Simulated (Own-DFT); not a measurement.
# Same atoms, different arrangement: C16Si16, 32 atoms

Everything here is calculated. The program is Own-DFT (plane waves, in-house, since retired, never reviewed by a person); positions were held fixed, and spin and spin-orbit coupling were off.

Method: PBE; PseudoDojo norm-conserving scalar-relativistic files; cutoff 42 hartree; 5 x 5 x 3 k mesh centred on Gamma; Fermi-Dirac smearing of 0.1 eV.

Keep in mind: forces on such cells passed a denser k mesh, each cell not checked; stress not checked against mesh or cutoff.

All cells hold the same atoms in the same cell, with vectors in Å (6.165, 0.000, 0.000); (-3.083, 5.339, 0.000); (0.000, 0.000, 10.068). Atoms are randomly off their ideal sites, by an rms of u per axis. E is the free energy of the cell above the lowest run. The arrangements:

- A: 2H SiC
- B: 4H SiC

```
arrangement,u (Å),E (eV),P (GPa)
A,0.0274,0.000,3.70
A,0.0293,0.063,3.86
A,0.0297,0.209,3.85
A,0.0578,2.743,5.59
A,0.0616,3.220,6.09
A,0.0634,3.611,6.25
B,0.0299,0.239,4.04
B,0.0319,0.222,3.86
B,0.0327,0.197,3.82
B,0.0550,2.708,6.09
B,0.0596,2.814,5.77
B,0.0637,4.505,6.65
```

Question: what order do the arrangements take when the shaking is discounted?

## Solution

Fit E = a + b u², with one b for all and one a for each arrangement, and with residuals divided by u², since the noise grows with the moves. Then b = 1130 eV/Å², the scatter at u = 0.04 Å is 0.16 eV, and against A:

- B: -0.02 ± 0.07 eV (not told apart from A)

The cells share one lattice and weren't relaxed, which can shift such small differences either way.
